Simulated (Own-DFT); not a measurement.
# Computed records: SiC (4H silicon carbide, atoms displaced)

Computed with Own-DFT development build. A calculation, not a measurement: plane-wave PBE density functional theory by an unreviewed code, no spin, of a simulated periodic cell, stress positive in tension, free energy of the whole cell less one offset for each atom, forces on such cells passed a denser k mesh, this cell's mesh not checked; offsets are fitted by least squares, one for each functional and potential file, so energies compare only between cells with the same atoms and settings and are not formation energies; the far tail of each file's local potential was reset to the Coulomb form; each entry is a single point on an unrelaxed cell, so the pressure reflects the starting lattice, mostly measured values (interpolated for alloys), from which strain is counted, and rises with the displacements; printed positions are rounded, which can move forces by about a meV/angstrom; the program, named Own-DFT, is a retired in-house code; no spin-orbit coupling.

Common to all runs: functional PBE; potential files PseudoDojo norm-conserving, scalar-relativistic, standard set; wave cutoff 42 hartree; occupations Fermi-Dirac; smearing width 0.1 eV; hardware one NVIDIA H100; k mesh 4 x 4 x 3 centred on Gamma.

(1) SiC (4H silicon carbide, atoms displaced)

```
SiC
1.0
      9.2481     0.0000     0.0000
     -4.6241     8.0091     0.0000
      0.0000     0.0000    10.0681
Si C Si C Si C Si C Si C Si C Si C Si C Si C Si C Si C Si C Si C Si C Si C Si C Si C Si C
2 2 2 2 2 2 2 2 2 2 2 2 2 2 2 2 2 2 2 2 2 2 2 2 2 2 2 2 2 2 2 2 2 2 2 2
Direct
  0.99802 0.00021 0.40640
  0.11247 0.22306 0.16253
  0.00158 0.00079 0.09454
  0.10906 0.22247 0.34414
  0.99948 0.33363 0.40413
  0.11501 0.55582 0.15888
  0.00264 0.33606 0.09304
  0.10740 0.55755 0.34688
  0.00611 0.66662 0.40638
  0.11264 0.88833 0.15390
  0.00388 0.66929 0.09390
  0.11056 0.89204 0.34115
  0.32567 0.99143 0.40735
  0.45215 0.22395 0.16120
  0.33514 0.99844 0.09224
  0.45234 0.22160 0.34403
  0.33344 0.33215 0.41500
  0.44293 0.55578 0.15528
  0.33524 0.32901 0.09039
  0.44972 0.55551 0.34398
  0.33851 0.66679 0.40960
  0.44030 0.87987 0.15234
  0.33333 0.66263 0.09534
  0.44300 0.88547 0.33993
  0.67134 0.00368 0.40590
  0.77616 0.22082 0.15858
  0.65915 0.99333 0.09178
  0.78618 0.22899 0.34495
  0.66657 0.33422 0.40436
  0.78242 0.55524 0.15384
  0.65941 0.32761 0.09196
  0.78165 0.55778 0.34454
  0.67398 0.67298 0.40536
  0.78363 0.89687 0.15166
  0.66772 0.67242 0.09832
  0.77377 0.89072 0.34032
  0.00426 0.99511 0.90767
  0.88962 0.77702 0.65303
  0.00202 0.99783 0.59833
  0.89219 0.77343 0.84566
  0.99716 0.66377 0.90355
  0.88451 0.44019 0.65056
  0.00260 0.66292 0.59650
  0.89243 0.44050 0.84087
  0.00210 0.33077 0.90826
  0.88905 0.10914 0.65794
  0.99731 0.33433 0.59073
  0.88339 0.11296 0.84528
  0.67415 0.00347 0.90558
  0.55660 0.78111 0.65793
  0.67028 0.99884 0.59455
  0.55514 0.78060 0.84735
  0.66560 0.66236 0.90213
  0.54923 0.44306 0.65704
  0.66275 0.66328 0.59002
  0.55644 0.44999 0.84454
  0.67529 0.33508 0.90888
  0.55596 0.11283 0.65667
  0.66279 0.33110 0.59842
  0.56500 0.11633 0.84388
  0.32995 0.00351 0.90027
  0.22704 0.78260 0.65986
  0.33362 0.99845 0.59832
  0.22516 0.77381 0.84068
  0.33836 0.66487 0.90510
  0.22463 0.45056 0.65911
  0.33476 0.66538 0.59583
  0.22290 0.44074 0.84276
  0.32796 0.33298 0.90931
  0.22101 0.10925 0.65729
  0.33416 0.32997 0.59838
  0.22510 0.11852 0.84801
```

| Quantity | Value |
| --- | --- |
| free energy of cell above offsets | -10.581 eV |
| pressure | 3.7 GPa |
| stress xx | -3.21 GPa |
| stress yy | -3.49 GPa |
| stress zz | -4.4 GPa |
| stress yz | 0.07 GPa |
| stress xz | 0.11 GPa |
| stress xy | -0.44 GPa |
| wall time | 386.7 s |

Force:
```csv
element,x (eV/Å),y (eV/Å),z (eV/Å)
Si,-0.148,-0.168,-0.047
Si,0.438,0.086,-1.774
C,0.304,0.397,-0.159
C,0.765,0.149,1.149
Si,0.545,0.734,0.697
Si,-0.77,0.106,-0.275
C,-0.108,-0.659,0.752
C,2.329,-0.487,-0.584
Si,-1.751,0.572,0.502
Si,0.136,0.496,0.123
C,0.189,-0.761,-0.531
C,-0.082,-0.602,0.688
Si,1.194,1.195,-0.387
Si,-1.714,-1.201,-1.149
C,-0.251,0.125,-0.153
C,-1.73,-0.648,0.971
Si,0.545,0.271,-1.879
Si,1.253,-0.613,0.418
C,-0.57,0.558,1.747
C,-0.66,-0.451,0.533
Si,-0.35,-0.277,-0.75
Si,-0.357,1.132,0.391
C,-0.399,-0.243,-0.876
C,0.079,0.398,1.09
Si,-0.927,-0.289,-0.126
Si,0.107,-0.186,-0.827
C,0.95,1.376,0.265
C,-1.293,-1.114,-0.204
Si,0.712,0.545,1.057
Si,-1.128,0.29,0.493
C,1.956,1.412,0.556
C,0.176,-0.025,-0.089
Si,-0.505,-0.931,-0.626
Si,-0.704,-1.266,0.582
C,0.773,-0.82,-1.293
C,1.24,0.493,0.467
Si,-1.377,0.721,-0.12
Si,0.122,-1.031,0.653
C,-0.555,0.323,-0.965
C,-1.126,0.685,-0.841
Si,1.71,-0.425,0.307
Si,0.265,0.325,1.146
C,-0.43,0.878,-0.732
C,-0.3,0.577,0.527
Si,-0.396,0.532,-0.485
Si,-0.092,0.746,-0.12
C,1.122,-0.511,0.397
C,2.82,-0.36,-0.228
Si,-1.995,-0.782,0.535
Si,0.406,-0.644,-0.066
C,-0.801,0.397,-0.423
C,1.198,-0.114,-0.827
Si,-0.22,1.497,1.603
Si,1.463,0.422,0.35
C,0.336,0.784,0.88
C,0.289,-1.767,-0.005
Si,-1.24,-0.086,-1.159
Si,0.79,-0.269,0.388
C,-0.259,0.43,-1.454
C,-1.273,-0.713,-0.008
Si,2.142,-0.458,1.225
Si,-0.126,-1.566,-0.739
C,-0.238,0.366,-0.874
C,-0.713,0.677,1.347
Si,-1.088,-0.048,0.466
Si,-0.269,-1.495,-0.71
C,-0.138,0.935,-0.113
C,-0.598,0.648,0.567
Si,1.642,0.683,-0.401
Si,0.286,0.217,0.626
C,-1.333,0.108,-0.267
C,-0.265,-1.278,-1.232
```

(2) SiC (4H silicon carbide, atoms displaced)

```
SiC
1.0
      9.2481     0.0000     0.0000
     -4.6241     8.0091     0.0000
      0.0000     0.0000    10.0681
Si C Si C Si C Si C Si C Si C Si C Si C Si C Si C Si C Si C Si C Si C Si C Si C Si C Si C
2 2 2 2 2 2 2 2 2 2 2 2 2 2 2 2 2 2 2 2 2 2 2 2 2 2 2 2 2 2 2 2 2 2 2 2
Direct
  0.99933 0.99614 0.40707
  0.11390 0.22549 0.16073
  0.01059 0.00403 0.09531
  0.11251 0.22522 0.34566
  0.99635 0.32693 0.40927
  0.11752 0.55840 0.15708
  0.00370 0.34140 0.09454
  0.10754 0.56062 0.34326
  0.00342 0.66727 0.40835
  0.10650 0.88627 0.15282
  0.99568 0.66561 0.09543
  0.11747 0.89298 0.34650
  0.33568 0.00385 0.40816
  0.44378 0.22005 0.15684
  0.33433 0.00086 0.09165
  0.44575 0.22401 0.34563
  0.33571 0.33100 0.40685
  0.43870 0.54967 0.15769
  0.34063 0.33740 0.09083
  0.44531 0.54909 0.34540
  0.33884 0.66747 0.40093
  0.44577 0.89232 0.15767
  0.33318 0.66516 0.09092
  0.44611 0.88808 0.34291
  0.67010 0.99781 0.40452
  0.77449 0.22411 0.15867
  0.66359 0.99833 0.08936
  0.77485 0.21640 0.34444
  0.66620 0.33306 0.40421
  0.76919 0.55592 0.15203
  0.66714 0.33617 0.09017
  0.77713 0.56210 0.34878
  0.66494 0.66853 0.39589
  0.77641 0.89008 0.15663
  0.66959 0.66871 0.09718
  0.77800 0.88845 0.34189
  0.99836 0.99703 0.90540
  0.88444 0.77387 0.65789
  0.00561 0.00412 0.59156
  0.88733 0.78375 0.84529
  0.00505 0.66332 0.90837
  0.89267 0.44036 0.65279
  0.99894 0.66642 0.59973
  0.88873 0.44230 0.84373
  0.99976 0.32529 0.90863
  0.89277 0.10767 0.65658
  0.99965 0.33489 0.59148
  0.89205 0.11181 0.84610
  0.67570 0.00256 0.90364
  0.55853 0.77710 0.65828
  0.66669 0.99775 0.59861
  0.55231 0.77673 0.84097
  0.67174 0.67235 0.90772
  0.55712 0.44665 0.65374
  0.67425 0.66805 0.59403
  0.55835 0.45197 0.84312
  0.67295 0.33713 0.90427
  0.55928 0.10801 0.65960
  0.67559 0.33589 0.59221
  0.55153 0.10705 0.84720
  0.33491 0.00631 0.90776
  0.22308 0.77826 0.65760
  0.33447 0.00978 0.59633
  0.22831 0.77946 0.84648
  0.33504 0.66851 0.90768
  0.21831 0.44025 0.64983
  0.33262 0.66506 0.59018
  0.22859 0.44508 0.84845
  0.33533 0.33286 0.89978
  0.21640 0.10516 0.65516
  0.33636 0.32987 0.58931
  0.22230 0.11002 0.83959
```

| Property | Result |
| --- | --- |
| free energy of cell above offsets | -10.522 eV |
| pressure | 3.76 GPa |
| stress xx | -4.03 GPa |
| stress yy | -3.11 GPa |
| stress zz | -4.13 GPa |
| stress yz | -0.53 GPa |
| stress xz | 0.16 GPa |
| stress xy | 0.37 GPa |
| wall time | 340.3 s |

Force:
```csv
element,x (eV/Å),y (eV/Å),z (eV/Å)
Si,0.315,0.692,-0.618
Si,0.174,0.248,-1.145
C,-2.231,0.049,-0.463
C,0.238,-0.709,0.302
Si,-0.187,1.396,-1.325
Si,-1.581,0.154,-0.089
C,0.07,-1.683,0.386
C,1.936,-1.376,0.258
Si,-1.257,0.747,0.311
Si,1.389,0.157,1.119
C,0.542,-0.192,-0.338
C,-0.637,-0.619,-0.549
Si,0.38,-0.361,0.184
Si,-0.034,0.541,-0.375
C,-0.402,-0.241,0.771
C,0.385,-0.413,-0.699
Si,-0.529,-0.101,-0.065
Si,0.733,1.039,-0.603
C,-0.721,-1.212,0.208
C,-1,0.65,-0.714
Si,-1.149,-0.558,0.92
Si,-0.029,-0.683,-0.967
C,0.343,0.714,1.215
C,0.053,0.546,0.376
Si,-0.939,-0.068,0.902
Si,0.902,0.039,-0.981
C,0.707,0.664,0.795
C,-0.09,0.739,0.054
Si,0.309,0.628,0.661
Si,2.116,-0.225,1.506
C,-0.162,-0.478,0.802
C,1.161,-1.16,-1.47
Si,0.602,-0.184,2.4
Si,0.716,0.524,-0.657
C,-1.701,0.371,-0.817
C,0.173,0.39,0.222
Si,0.832,1.071,0.732
Si,1.016,0.891,0.037
C,-1.068,-1.485,0.253
C,1.4,-1.185,-0.149
Si,-0.903,0.589,-0.392
Si,-1.204,1.124,1.118
C,0.589,0.037,-0.764
C,1.153,-0.013,-0.266
Si,-0.018,2.191,-0.038
Si,-0.879,0.602,-0.036
C,0.789,-1.382,0.43
C,0.43,-0.4,-0.718
Si,-2.106,-0.912,0.165
Si,-0.279,-0.787,-0.802
C,0.761,0.032,-1.136
C,1.002,0.58,1.2
Si,-1.103,-0.6,-0.102
Si,0.794,-0.273,0.216
C,-1.906,-0.117,-1.22
C,0.816,-0.783,-0.081
Si,-1.249,-0.673,-0.309
Si,-1.171,1.078,-0.222
C,-1.035,-0.897,0.164
C,1.216,1.184,-0.361
Si,0.353,-1.156,-0.467
Si,0.142,0.345,-0.187
C,1.587,-1.805,-0.499
C,-0.902,0.146,-0.115
Si,0.334,-0.393,-0.578
Si,1.253,0.799,1.193
C,0.326,0.312,0.134
C,-1.486,-0.294,-1.478
Si,0.372,0.198,0.935
Si,0.922,1.68,0.133
C,-0.867,0.198,0.98
C,-0.504,0.074,0.715
```

(3) SiC (4H silicon carbide, atoms displaced)

```
SiC
1.0
      9.2481     0.0000     0.0000
     -4.6241     8.0091     0.0000
      0.0000     0.0000    10.0681
Si C Si C Si C Si C Si C Si C Si C Si C Si C Si C Si C Si C Si C Si C Si C Si C Si C Si C
2 2 2 2 2 2 2 2 2 2 2 2 2 2 2 2 2 2 2 2 2 2 2 2 2 2 2 2 2 2 2 2 2 2 2 2
Direct
  0.00140 0.00474 0.40718
  0.11812 0.22928 0.15548
  0.00439 0.00116 0.09512
  0.10728 0.21910 0.34091
  0.99950 0.33242 0.40872
  0.10706 0.55280 0.16513
  0.00480 0.33850 0.09357
  0.10830 0.55036 0.34511
  0.00481 0.66417 0.40303
  0.10660 0.88566 0.15585
  0.99284 0.66748 0.09326
  0.11463 0.88831 0.34231
  0.32709 0.99717 0.40321
  0.44065 0.21296 0.15959
  0.32924 0.99526 0.09518
  0.44877 0.22226 0.34894
  0.33471 0.33908 0.40396
  0.44404 0.55481 0.15785
  0.33572 0.33861 0.09577
  0.45241 0.56246 0.34668
  0.32982 0.66934 0.40272
  0.44482 0.88639 0.15651
  0.33393 0.66630 0.09137
  0.43778 0.88854 0.34556
  0.66382 0.00362 0.40954
  0.78022 0.22807 0.15613
  0.66352 0.00030 0.09273
  0.78129 0.22305 0.34389
  0.66596 0.33142 0.40586
  0.78339 0.56057 0.15514
  0.66909 0.33102 0.09519
  0.78086 0.55674 0.34411
  0.66896 0.66422 0.40634
  0.78083 0.89693 0.15197
  0.66659 0.66769 0.09590
  0.77931 0.88863 0.34513
  0.99989 0.99226 0.90901
  0.88921 0.77765 0.65419
  0.99880 0.99826 0.59335
  0.88914 0.77969 0.84137
  0.99384 0.66854 0.90576
  0.89080 0.45107 0.65532
  0.00115 0.66554 0.59216
  0.89137 0.44559 0.84352
  0.99622 0.32955 0.90706
  0.89190 0.11479 0.65983
  0.99474 0.33117 0.58859
  0.88789 0.11307 0.84345
  0.66661 0.00255 0.91071
  0.55629 0.77879 0.66048
  0.66563 0.99533 0.59424
  0.54780 0.77487 0.83567
  0.66432 0.67100 0.90165
  0.55173 0.44770 0.65183
  0.66612 0.67114 0.59372
  0.55742 0.44012 0.84148
  0.66856 0.33322 0.90161
  0.55889 0.11437 0.65727
  0.66363 0.32659 0.59602
  0.55831 0.11351 0.83929
  0.33759 0.99801 0.90550
  0.22091 0.77577 0.65621
  0.33016 0.00672 0.59112
  0.21479 0.77198 0.84180
  0.33845 0.67320 0.90938
  0.22028 0.44647 0.65393
  0.33086 0.66683 0.59379
  0.22820 0.44823 0.84662
  0.33332 0.33708 0.90733
  0.22962 0.12039 0.65494
  0.33336 0.33458 0.59038
  0.21931 0.10715 0.85005
```

| Quantity | Value |
| --- | --- |
| free energy of cell above offsets | -10.598 eV |
| pressure | 3.69 GPa |
| stress xx | -2.75 GPa |
| stress yy | -3.27 GPa |
| stress zz | -5.05 GPa |
| stress yz | 0.48 GPa |
| stress xz | 0 GPa |
| stress xy | -0.27 GPa |
| wall time | 367.6 s |

Force:
```csv
element,x (eV/Å),y (eV/Å),z (eV/Å)
Si,0.098,-1.322,-0.223
Si,-0.605,-0.942,-0.187
C,-0.816,0.5,-0.338
C,0.637,1.345,0.571
Si,0.11,-0.769,-0.971
Si,0.196,0.834,-2.765
C,-0.442,-0.764,0.235
C,0.47,0.312,0.355
Si,-1.435,0.687,0.757
Si,0.483,0.338,0.23
C,1.931,0.068,-0.066
C,-1.361,-0.381,0.055
Si,0.688,1.032,1.07
Si,0.139,1.582,-0.326
C,0.528,-0.155,-0.462
C,-1.326,-0.158,-1.018
Si,0.318,-0.804,-0.095
Si,0.454,0.832,-0.006
C,0.848,-0.883,-0.058
C,-1.414,-0.749,-0.547
Si,1.297,-0.258,1.173
Si,-0.706,0.094,0.308
C,-0.378,0.01,1.482
C,0.989,0.277,-0.477
Si,0.977,-1.044,-0.584
Si,0.667,-0.804,0.171
C,0.399,0.594,0.451
C,-0.669,-0.047,0.008
Si,0.684,0.42,0.463
Si,-1.758,-1.366,0.394
C,-1.119,0.593,-0.717
C,0.221,-0.429,0.096
Si,0.041,1.405,-0.01
Si,0.369,-1.194,1.4
C,-0.119,0.506,-1.06
C,-0.669,0.434,-0.404
Si,-0.607,1.693,-0.448
Si,0.042,0.234,-0.239
C,0.305,1.073,0.36
C,-0.679,-0.586,0.085
Si,1.166,-0.689,0.039
Si,-0.09,-1.514,0.069
C,-0.39,0.501,-0.373
C,-0.264,0.104,-0.028
Si,0.917,1.451,-0.168
Si,-0.336,-0.996,-1.159
C,0.546,0.657,1.65
C,0.57,-0.869,1.067
Si,-0.026,-0.249,-1.812
Si,-0.721,-0.116,-2.651
C,-0.315,1.114,0.484
C,1.022,1.242,3.015
Si,0.504,-1.2,0.738
Si,1.241,-0.499,0.65
C,0.615,-0.693,0.022
C,-1.109,1.057,0.108
Si,-0.008,0.07,0.913
Si,-0.439,-1.533,-0.961
C,-0.171,2.225,-0.829
C,-0.016,-0.645,1.422
Si,-1.075,0.052,-0.146
Si,-0.227,1.095,-0.244
C,1.482,-1.181,0.41
C,0.664,0.876,0.893
Si,-1.345,-1.469,-1.108
Si,0.184,-0.247,0.609
C,0.352,0.217,-0.585
C,-1.204,-0.271,-0.633
Si,0.872,-0.865,-0.051
Si,-1.054,-1.567,0.911
C,-0.734,0.782,0.063
C,0.599,0.95,-0.972
```
